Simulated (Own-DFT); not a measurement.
Simulation results for Al31GaO48 (corundum with substituted atoms, atoms displaced), Al32O47 (corundum with one vacancy, atoms displaced)

Computed with Own-DFT development build. A calculation, not a measurement: plane-wave PBE density functional theory by an unreviewed code, no spin, of a simulated periodic cell, stress positive in tension, free energy of the whole cell less one offset for each atom, defect cell not probed for a lower state with spin; oxygen file: force components 24 meV/angstrom off all-electron in one glass; forces on such cells passed a denser k mesh, this cell's mesh not checked; offsets are fitted by least squares, one for each functional and potential file, so energies compare only between cells with the same atoms and settings and are not formation energies; the far tail of each file's local potential was reset to the Coulomb form; each entry is a single point on an unrelaxed cell, so the pressure reflects the starting lattice, mostly measured values, from which strain is counted, and rises with the displacements; printed positions are rounded, which can move forces by about a meV/angstrom; the program is a retired in-house code; no spin-orbit coupling; before rounding, a Quantum ESPRESSO 7.3.1 run of the same cell and cutoff gave forces within 1 meV/angstrom rms on each cell, which checks the program and not the settings.

Common to all runs: functional PBE; potential files PseudoDojo norm-conserving, scalar-relativistic, standard set; wave cutoff 72 hartree; occupations Fermi-Dirac; smearing width 0.1 eV; k mesh 3 x 3 x 3 centred on Gamma.

```yaml
- entry: 1
  formula: Al31GaO48
  kind: "corundum with substituted atoms, atoms displaced"
  structure:
    cell_angstrom:
      - [5.494, 0.0, 8.6604]
      - [-2.747, 4.7579, 8.6604]
      - [-2.747, -4.7579, 8.6604]
    atoms_fractional:
      - [Al, 0.1773, 0.17641, 0.17399]
      - [Al, 0.327, 0.3236, 0.32478]
      - [Al, 0.42347, 0.42629, 0.4276]
      - [Al, 0.07496, 0.07438, 0.07143]
      - [O, 0.27456, 0.47, 0.1306]
      - [O, 0.47441, 0.12226, 0.27916]
      - [O, 0.12079, 0.27814, 0.47217]
      - [O, 0.22481, 0.02838, 0.37387]
      - [O, 0.02399, 0.37337, 0.22682]
      - [O, 0.37382, 0.2237, 0.02701]
      - [Al, 0.17325, 0.17309, 0.67872]
      - [Al, 0.32041, 0.32923, 0.81988]
      - [Al, 0.42101, 0.42645, 0.92452]
      - [Al, 0.07228, 0.07656, 0.57602]
      - [O, 0.27983, 0.47321, 0.62613]
      - [O, 0.47119, 0.12383, 0.77767]
      - [O, 0.12532, 0.27294, 0.9706]
      - [O, 0.21614, 0.02442, 0.87932]
      - [O, 0.02742, 0.3736, 0.72529]
      - [O, 0.37681, 0.22819, 0.52274]
      - [Al, 0.16965, 0.67763, 0.18123]
      - [Al, 0.32249, 0.82641, 0.32177]
      - [Al, 0.42709, 0.92023, 0.42827]
      - [Al, 0.08064, 0.57244, 0.0685]
      - [O, 0.27655, 0.97682, 0.12112]
      - [O, 0.47124, 0.62555, 0.27838]
      - [O, 0.12587, 0.78345, 0.46602]
      - [O, 0.22536, 0.52645, 0.37386]
      - [O, 0.02774, 0.87393, 0.2232]
      - [O, 0.36858, 0.72596, 0.0271]
      - [Al, 0.17145, 0.68148, 0.67986]
      - [Al, 0.32334, 0.82173, 0.81614]
      - [Al, 0.42642, 0.92899, 0.91678]
      - [Al, 0.07359, 0.57702, 0.56954]
      - [O, 0.27646, 0.97235, 0.62648]
      - [O, 0.46811, 0.62639, 0.77968]
      - [O, 0.12894, 0.77206, 0.97337]
      - [O, 0.22174, 0.53006, 0.87239]
      - [O, 0.02964, 0.87541, 0.71711]
      - [O, 0.37104, 0.72218, 0.53363]
      - [Al, 0.67804, 0.18028, 0.17122]
      - [Al, 0.8185, 0.32673, 0.3277]
      - [Al, 0.92325, 0.42477, 0.4321]
      - [Ga, 0.57486, 0.07569, 0.07385]
      - [O, 0.78194, 0.4748, 0.12068]
      - [O, 0.97279, 0.12348, 0.28116]
      - [O, 0.62466, 0.27919, 0.47203]
      - [O, 0.72108, 0.02616, 0.37796]
      - [O, 0.52218, 0.37352, 0.22431]
      - [O, 0.86975, 0.22401, 0.03392]
      - [Al, 0.67133, 0.17132, 0.68324]
      - [Al, 0.81852, 0.32554, 0.82708]
      - [Al, 0.91816, 0.42266, 0.93019]
      - [Al, 0.56945, 0.07778, 0.57334]
      - [O, 0.77739, 0.47261, 0.626]
      - [O, 0.97222, 0.12773, 0.77783]
      - [O, 0.62963, 0.27737, 0.96036]
      - [O, 0.72391, 0.02114, 0.87625]
      - [O, 0.52935, 0.37087, 0.72333]
      - [O, 0.87417, 0.22371, 0.52776]
      - [Al, 0.67715, 0.67557, 0.1714]
      - [Al, 0.82106, 0.82662, 0.32489]
      - [Al, 0.92775, 0.92541, 0.42313]
      - [Al, 0.58204, 0.56943, 0.07732]
      - [O, 0.78491, 0.96748, 0.1248]
      - [O, 0.98234, 0.62179, 0.27809]
      - [O, 0.62853, 0.7786, 0.47217]
      - [O, 0.72439, 0.52664, 0.37298]
      - [O, 0.52094, 0.87586, 0.22103]
      - [O, 0.8784, 0.71989, 0.0273]
      - [Al, 0.67992, 0.67093, 0.67385]
      - [Al, 0.81698, 0.82434, 0.82152]
      - [Al, 0.92362, 0.931, 0.92337]
      - [Al, 0.57299, 0.5772, 0.571]
      - [O, 0.76954, 0.97599, 0.63167]
      - [O, 0.97053, 0.63071, 0.7722]
      - [O, 0.62801, 0.78202, 0.96865]
      - [O, 0.71987, 0.52692, 0.88312]
      - [O, 0.52721, 0.87825, 0.72278]
      - [O, 0.87127, 0.72616, 0.53192]
  results:
    "free_energy_of_cell_above_offsets [eV]": "-56.817"
    "pressure [GPa]": 8.78
    "stress_xx [GPa]": -9.2
    "stress_yy [GPa]": -8.83
    "stress_zz [GPa]": -8.31
    "stress_yz [GPa]": 0.14
    "stress_xz [GPa]": -0.07
    "stress_xy [GPa]": 0.34
    force_element: [Al, Al, Al, Al, O, O, O, O, O, O, Al, Al, Al, Al, O, O, O, O, O, O, Al, Al, Al, Al, O, O, O, O, O, O, Al, Al, Al, Al, O, O, O, O, O, O, Al, Al, Al, Ga, O, O, O, O, O, O, Al, Al, Al, Al, O, O, O, O, O, O, Al, Al, Al, Al, O, O, O, O, O, O, Al, Al, Al, Al, O, O, O, O, O, O]
    "force_x [eV/angstrom]": [-0.611, -0.527, 0.038, -0.003, 1.168, -0.473, 0.695, -0.284, 0.672, -0.972, 0.058, 0.269, 0.146, 0.423, -0.202, -0.722, -0.516, 0.341, -0.162, -0.764, 1.424, -0.107, -0.485, -1.431, 0.474, 0.445, 0.006, -0.76, -0.523, 1.107, 0.462, -0.942, -0.686, -0.07, 0.336, 1.23, -0.624, 0.214, -0.895, 0.658, -0.673, 1.217, 0.955, -0.055, -0.596, -0.352, -0.368, -0.022, 1.125, 0.543, 0.673, 1.072, 1.552, 0.77, -0.406, -0.326, -0.913, 0.542, -0.369, -0.554, -0.127, 0.985, -0.814, -2.255, -0.162, -1.818, -0.552, -0.977, 0.71, -0.169, -1.162, 1.054, 0.926, 0.191, 1.162, 0.183, -0.992, 0.525, 0.572, 0.497]
    "force_y [eV/angstrom]": [-0.39, 0.041, 0.2, -0.719, 0.366, -0.304, -0.37, -0.163, 0.775, 0.878, 0.492, -0.994, -0.333, 0.56, 0.724, 0.577, 0.803, 1.029, 0.375, -1.251, 0.597, 0.443, 0.986, -0.878, -0.35, -0.125, -0.769, -0.175, 0.308, -0.552, 0.172, -1.279, -1.556, -0.603, 0.58, -0.057, 0.989, -0.353, 0.313, 0.278, -1.435, -0.371, 1.053, -0.613, -0.689, 0.355, 0.162, 0.659, 0.835, 0.249, 0.768, 0.357, 0.954, -0.095, -0.046, -0.366, 0.079, 0.725, 0.688, -0.737, 0.275, -0.004, 0.155, 0.661, 0.316, -0.485, -0.307, 0.276, -1.341, 0.027, 0.098, -0.091, -1.115, -0.775, 0.751, -0.835, -0.947, 0.878, -0.114, -0.219]
    "force_z [eV/angstrom]": [-0.066, -0.963, 0.467, 0.465, -0.601, 0.763, 1.085, 0.119, 0.025, -0.484, 0.719, -0.176, 0.699, -1.059, -0.643, 0.294, 0.434, -0.207, -0.274, -0.694, -0.005, -0.141, -0.084, 0.266, -0.084, -0.108, -0.222, 0.361, 0.252, 0.796, -1.21, 1.803, 0.015, 0.647, -0.233, -0.414, -0.667, -0.075, 0.909, 0.252, -0.318, 0.296, -0.581, -1.274, -0.114, -0.299, -0.378, -0.142, 0.819, -0.23, 0.176, 0.17, 1.239, 0.312, 0.261, -0.359, 1.223, 0.184, 0.323, -0.001, 1.096, 0.271, 0.606, -1.083, 0.495, -0.608, -0.947, 0.405, 0.291, -0.088, 1.0, 1.279, -0.515, -0.56, -0.81, -0.314, -1.088, -1.231, -1.084, -0.385]
- entry: 2
  formula: Al32O47
  kind: "corundum with one vacancy, atoms displaced"
  structure:
    cell_angstrom:
      - [5.494, 0.0, 8.6604]
      - [-2.747, 4.7579, 8.6604]
      - [-2.747, -4.7579, 8.6604]
    atoms_fractional:
      - [Al, 0.18011, 0.17926, 0.16684]
      - [Al, 0.3196, 0.32975, 0.32863]
      - [Al, 0.4221, 0.42344, 0.42761]
      - [Al, 0.06991, 0.08142, 0.06236]
      - [O, 0.2835, 0.46951, 0.12665]
      - [O, 0.47161, 0.12371, 0.27893]
      - [O, 0.1225, 0.27512, 0.47865]
      - [O, 0.2168, 0.02772, 0.37577]
      - [O, 0.02524, 0.37914, 0.21918]
      - [O, 0.37352, 0.21775, 0.0321]
      - [Al, 0.17556, 0.17598, 0.67477]
      - [Al, 0.32313, 0.32319, 0.82751]
      - [Al, 0.42464, 0.42413, 0.92882]
      - [Al, 0.07156, 0.07448, 0.57619]
      - [O, 0.27806, 0.47295, 0.62041]
      - [O, 0.47634, 0.1243, 0.77137]
      - [O, 0.12815, 0.2785, 0.96521]
      - [O, 0.22415, 0.02738, 0.87786]
      - [O, 0.03483, 0.37828, 0.71665]
      - [O, 0.3801, 0.2203, 0.52352]
      - [Al, 0.17886, 0.67374, 0.17873]
      - [Al, 0.32501, 0.81808, 0.32206]
      - [Al, 0.42963, 0.92733, 0.42353]
      - [Al, 0.07877, 0.5673, 0.07374]
      - [O, 0.27605, 0.96784, 0.13236]
      - [O, 0.46996, 0.62709, 0.27929]
      - [O, 0.12471, 0.7755, 0.46955]
      - [O, 0.22793, 0.52571, 0.37671]
      - [O, 0.02632, 0.87875, 0.2238]
      - [O, 0.37875, 0.71854, 0.02897]
      - [Al, 0.18172, 0.6745, 0.67031]
      - [Al, 0.31833, 0.83192, 0.82505]
      - [Al, 0.42793, 0.93008, 0.92155]
      - [Al, 0.07965, 0.57056, 0.57144]
      - [O, 0.27913, 0.97198, 0.62336]
      - [O, 0.47367, 0.6259, 0.77514]
      - [O, 0.11884, 0.78506, 0.96772]
      - [O, 0.21578, 0.53528, 0.87459]
      - [O, 0.03257, 0.88109, 0.72125]
      - [O, 0.37456, 0.72103, 0.5282]
      - [Al, 0.67589, 0.17467, 0.17704]
      - [Al, 0.82392, 0.32446, 0.31916]
      - [Al, 0.9211, 0.43173, 0.42619]
      - [Al, 0.56323, 0.07698, 0.08293]
      - [O, 0.77346, 0.46772, 0.12547]
      - [O, 0.96812, 0.13206, 0.27418]
      - [O, 0.62718, 0.2711, 0.47754]
      - [O, 0.72678, 0.0332, 0.37209]
      - [O, 0.53305, 0.38201, 0.21813]
      - [O, 0.87419, 0.21823, 0.02651]
      - [Al, 0.6773, 0.17904, 0.67075]
      - [Al, 0.81759, 0.32582, 0.8252]
      - [Al, 0.92516, 0.42998, 0.92293]
      - [Al, 0.57254, 0.07642, 0.57699]
      - [O, 0.77751, 0.47396, 0.62027]
      - [O, 0.97401, 0.12184, 0.77843]
      - [O, 0.62403, 0.27253, 0.97366]
      - [O, 0.52378, 0.37074, 0.72753]
      - [O, 0.87474, 0.2305, 0.52189]
      - [Al, 0.67543, 0.67034, 0.17834]
      - [Al, 0.8195, 0.82015, 0.32522]
      - [Al, 0.92275, 0.92842, 0.42688]
      - [Al, 0.57439, 0.5721, 0.07388]
      - [O, 0.77873, 0.96926, 0.12416]
      - [O, 0.9728, 0.62296, 0.27995]
      - [O, 0.6229, 0.78197, 0.46715]
      - [O, 0.71647, 0.52772, 0.37755]
      - [O, 0.53304, 0.87518, 0.21867]
      - [O, 0.87749, 0.71897, 0.03211]
      - [Al, 0.67711, 0.67258, 0.67756]
      - [Al, 0.82058, 0.82158, 0.82642]
      - [Al, 0.92951, 0.91754, 0.9254]
      - [Al, 0.57565, 0.56885, 0.57248]
      - [O, 0.77883, 0.96708, 0.62386]
      - [O, 0.97444, 0.62227, 0.78056]
      - [O, 0.61894, 0.78139, 0.97357]
      - [O, 0.72496, 0.52742, 0.87854]
      - [O, 0.53072, 0.87197, 0.72063]
      - [O, 0.87668, 0.71934, 0.5314]
  results:
    "free_energy_of_cell_above_offsets [eV]": "-56.116"
    "pressure [GPa]": 7.61
    "stress_xx [GPa]": -7.59
    "stress_yy [GPa]": -8.16
    "stress_zz [GPa]": -7.07
    "stress_yz [GPa]": 0.0
    "stress_xz [GPa]": -0.42
    "stress_xy [GPa]": -0.51
    force_element: [Al, Al, Al, Al, O, O, O, O, O, O, Al, Al, Al, Al, O, O, O, O, O, O, Al, Al, Al, Al, O, O, O, O, O, O, Al, Al, Al, Al, O, O, O, O, O, O, Al, Al, Al, Al, O, O, O, O, O, O, Al, Al, Al, Al, O, O, O, O, O, Al, Al, Al, Al, O, O, O, O, O, O, Al, Al, Al, Al, O, O, O, O, O, O]
    "force_x [eV/angstrom]": [-1.494, 0.91, 1.227, -0.349, -0.516, -0.581, 0.188, 0.358, 0.519, -0.304, -0.09, 0.735, 0.349, 0.318, 0.066, -1.323, -0.35, 0.516, -0.444, -0.639, -0.735, -1.079, -0.908, -1.118, 0.556, 0.834, -0.093, -0.192, 0.802, -0.697, -1.242, 1.034, -0.425, -1.225, 0.024, -0.182, 1.568, 1.396, 0.354, 0.522, 0.085, -0.077, 1.195, 2.547, 0.142, 0.626, -0.46, -0.698, -0.108, -0.182, 0.57, 1.047, 0.293, 1.268, -0.644, -0.824, -0.412, -0.208, -0.062, -0.367, 0.438, 0.897, -0.44, -0.288, 0.366, 0.425, 0.59, -0.489, -0.345, -0.326, -0.029, -1.711, -1.302, -0.177, -0.245, 0.925, 0.392, -0.575, -0.126]
    "force_y [eV/angstrom]": [-2.313, -0.716, 0.307, -2.248, 0.302, 0.669, 1.291, 0.214, -0.13, 1.296, -0.033, 0.904, 0.839, 0.837, -0.916, -0.383, -0.247, 0.934, -1.071, -0.139, 1.027, 0.484, -0.479, 0.674, 1.692, -0.713, -0.264, 0.58, -0.176, 0.376, 0.362, -0.586, -1.047, 0.574, -0.024, -0.59, -1.549, -0.773, -1.101, 0.067, -0.304, -0.668, -0.54, 0.13, 0.379, -0.111, 1.386, -0.331, -1.695, 1.055, -1.599, -0.467, -0.215, -0.093, -0.78, 0.345, 0.654, 0.67, -0.652, 0.984, 0.824, 0.563, 0.753, 0.0, 0.113, -0.896, 0.303, -0.691, -0.086, 0.545, 0.77, 0.865, 0.162, -0.292, 0.472, -0.37, 0.585, 0.265, 0.033]
    "force_z [eV/angstrom]": [-0.626, -1.021, 1.356, 1.211, -0.438, 0.793, 0.22, 0.5, -0.086, 0.107, -0.082, -0.544, 0.317, -0.17, 0.872, 0.317, 0.075, -0.743, -0.865, -0.186, 0.09, 1.247, -1.127, 0.593, -0.708, -0.535, 0.474, -1.081, -0.83, -0.585, 0.149, -0.722, 0.149, 0.485, 0.571, -0.06, 1.395, -0.125, -1.936, 0.123, 0.145, 0.399, -0.679, -0.319, 1.004, -0.23, -0.109, -0.887, -1.543, 0.073, 0.688, -0.087, -0.149, -0.752, 0.714, 0.531, 0.454, 0.404, -0.158, 0.586, 1.177, -0.278, 0.63, 0.284, 0.236, 0.37, -0.168, -0.456, -1.067, 0.179, 0.635, -0.079, 0.376, 0.663, 0.313, 0.356, -1.301, 0.245, -0.776]
- entry: 3
  formula: Al32O47
  kind: "corundum with one vacancy, atoms displaced"
  structure:
    cell_angstrom:
      - [5.494, 0.0, 8.6604]
      - [-2.747, 4.7579, 8.6604]
      - [-2.747, -4.7579, 8.6604]
    atoms_fractional:
      - [Al, 0.16338, 0.18239, 0.16902]
      - [Al, 0.3231, 0.32022, 0.33188]
      - [Al, 0.4155, 0.43185, 0.43814]
      - [Al, 0.05933, 0.06572, 0.1051]
      - [O, 0.28618, 0.47924, 0.11278]
      - [O, 0.46213, 0.13331, 0.28556]
      - [O, 0.12002, 0.28654, 0.4649]
      - [O, 0.22362, 0.01716, 0.37971]
      - [O, 0.03137, 0.36847, 0.22467]
      - [O, 0.38299, 0.21121, 0.03834]
      - [Al, 0.16815, 0.17024, 0.67538]
      - [Al, 0.33839, 0.30313, 0.8279]
      - [Al, 0.42269, 0.42773, 0.92238]
      - [Al, 0.07408, 0.09644, 0.55361]
      - [O, 0.26461, 0.47427, 0.62938]
      - [O, 0.47076, 0.11697, 0.78039]
      - [O, 0.12043, 0.27824, 0.96575]
      - [O, 0.22469, 0.03544, 0.87667]
      - [O, 0.01644, 0.38052, 0.70944]
      - [O, 0.36592, 0.23718, 0.52221]
      - [Al, 0.1812, 0.6701, 0.17396]
      - [Al, 0.31821, 0.83707, 0.30629]
      - [Al, 0.42372, 0.93171, 0.43922]
      - [Al, 0.07068, 0.58604, 0.06795]
      - [O, 0.25967, 0.98014, 0.12613]
      - [O, 0.48343, 0.62327, 0.25979]
      - [O, 0.13525, 0.77267, 0.45596]
      - [O, 0.2009, 0.51691, 0.39108]
      - [O, 0.03443, 0.86731, 0.21956]
      - [Al, 0.20263, 0.67429, 0.65361]
      - [Al, 0.31823, 0.82975, 0.81937]
      - [Al, 0.41828, 0.92994, 0.93603]
      - [Al, 0.07826, 0.59524, 0.56419]
      - [O, 0.27082, 0.96696, 0.62769]
      - [O, 0.46761, 0.62114, 0.78663]
      - [O, 0.13411, 0.78178, 0.97636]
      - [O, 0.22141, 0.53979, 0.87559]
      - [O, 0.03132, 0.86167, 0.72865]
      - [O, 0.38041, 0.71222, 0.52516]
      - [Al, 0.6727, 0.18553, 0.17328]
      - [Al, 0.81777, 0.3211, 0.32984]
      - [Al, 0.90863, 0.42613, 0.44107]
      - [Al, 0.56739, 0.0579, 0.09228]
      - [O, 0.79572, 0.48155, 0.10687]
      - [O, 0.97171, 0.12111, 0.27677]
      - [O, 0.62698, 0.28486, 0.47099]
      - [O, 0.73186, 0.02165, 0.36464]
      - [O, 0.5237, 0.36782, 0.22876]
      - [O, 0.85938, 0.2308, 0.01093]
      - [Al, 0.69464, 0.16779, 0.66364]
      - [Al, 0.82579, 0.3233, 0.82247]
      - [Al, 0.925, 0.43341, 0.91492]
      - [Al, 0.57371, 0.0715, 0.57464]
      - [O, 0.78021, 0.47462, 0.61984]
      - [O, 0.94385, 0.12704, 0.80053]
      - [O, 0.63627, 0.25875, 0.9764]
      - [O, 0.71094, 0.03414, 0.87657]
      - [O, 0.52552, 0.38672, 0.71703]
      - [O, 0.86786, 0.23431, 0.52255]
      - [Al, 0.67361, 0.66538, 0.18639]
      - [Al, 0.82585, 0.82064, 0.33295]
      - [Al, 0.92336, 0.93243, 0.42853]
      - [Al, 0.57669, 0.55887, 0.08166]
      - [O, 0.7665, 0.9759, 0.11071]
      - [O, 0.97211, 0.61538, 0.27962]
      - [O, 0.63127, 0.77901, 0.46995]
      - [O, 0.70071, 0.54311, 0.38258]
      - [O, 0.52166, 0.87687, 0.20546]
      - [O, 0.88559, 0.72054, 0.03469]
      - [Al, 0.68033, 0.65606, 0.66073]
      - [Al, 0.81854, 0.82124, 0.82616]
      - [Al, 0.94573, 0.92395, 0.91891]
      - [Al, 0.56935, 0.59017, 0.57386]
      - [O, 0.79237, 0.95168, 0.63564]
      - [O, 0.98678, 0.62364, 0.76237]
      - [O, 0.62701, 0.77455, 0.95865]
      - [O, 0.71696, 0.55141, 0.86395]
      - [O, 0.53359, 0.87285, 0.71828]
      - [O, 0.88682, 0.71627, 0.53619]
  results:
    "free_energy_of_cell_above_offsets [eV]": "-43.744"
    "pressure [GPa]": 12.47
    "stress_xx [GPa]": -12.19
    "stress_yy [GPa]": -12.4
    "stress_zz [GPa]": -12.81
    "stress_yz [GPa]": -0.17
    "stress_xz [GPa]": 0.77
    "stress_xy [GPa]": 0.16
    force_element: [Al, Al, Al, Al, O, O, O, O, O, O, Al, Al, Al, Al, O, O, O, O, O, O, Al, Al, Al, Al, O, O, O, O, O, Al, Al, Al, Al, O, O, O, O, O, O, Al, Al, Al, Al, O, O, O, O, O, O, Al, Al, Al, Al, O, O, O, O, O, O, Al, Al, Al, Al, O, O, O, O, O, O, Al, Al, Al, Al, O, O, O, O, O, O]
    "force_x [eV/angstrom]": [1.292, -1.065, 0.699, 2.586, -0.75, 1.326, -0.146, -0.655, -1.063, -2.082, -1.532, -1.997, 0.839, 0.208, 2.422, 1.078, 0.204, -0.306, 0.577, 1.187, 1.152, 1.428, 1.082, 1.838, 0.83, -2.159, -0.102, 1.509, -1.605, -5.299, 1.377, 1.92, 0.374, -1.294, 1.021, -1.003, 1.167, 0.201, 1.95, 0.968, 1.44, 2.893, 1.937, -1.264, -2.709, -0.36, -1.545, 0.023, 0.959, -3.251, -1.87, 1.049, -0.837, -0.876, 4.84, -3.014, 1.419, 0.754, 1.287, 0.988, 2.56, 0.755, -0.499, 0.701, -1.104, -1.38, 2.115, -0.638, -2.503, -2.759, 1.065, -2.296, -0.204, -0.991, -1.945, -0.989, 0.952, -0.298, -2.58]
    "force_y [eV/angstrom]": [0.762, 2.663, 0.846, 4.708, -1.768, -2.138, -2.197, 1.168, 0.013, 1.377, 0.338, 1.466, -1.752, -2.757, -0.686, 1.455, -0.678, 0.226, -0.863, -2.875, -0.457, -1.512, 1.509, -2.491, -0.186, -1.969, 1.848, 1.954, -0.277, -3.585, -1.476, -0.561, -3.434, 0.453, 2.39, 0.565, -0.147, 2.208, 2.75, -0.084, 3.141, 3.664, 3.642, -2.59, -0.399, -1.424, -0.047, 0.583, -2.888, -2.73, 0.391, 1.247, -0.765, -1.352, 2.958, 2.859, 0.453, -0.979, -0.6, 3.128, 1.558, -2.808, 3.187, -3.806, 0.385, 0.264, -1.127, -2.442, 1.014, -0.499, -2.427, -1.686, -1.906, 5.137, -0.743, -0.688, -1.72, 0.68, 2.531]
    "force_z [eV/angstrom]": [2.72, 0.044, -1.557, -4.475, 0.263, -1.25, -0.914, -0.105, -0.483, -2.382, 3.424, 0.847, 0.317, -1.79, 1.41, 0.524, 1.15, -2.022, 0.91, 0.414, 1.134, 1.227, -2.232, 0.412, 1.226, 0.555, 2.023, 1.234, 0.081, -0.746, 3.129, -2.434, -3.062, 1.002, 0.268, -1.489, -1.365, 1.103, 2.276, -2.759, 0.963, -0.399, 0.906, -0.299, 1.493, -1.539, 1.743, 1.587, 5.231, 1.023, -0.089, -0.725, -1.033, -0.934, -0.376, -0.387, -1.564, -1.155, 0.154, 0.312, -0.871, -1.454, -0.893, 3.213, 0.979, -1.237, 0.112, -0.06, -2.665, 8.368, 2.303, -2.689, -3.639, -1.301, 1.035, 1.39, -1.402, -1.608, -3.117]
```
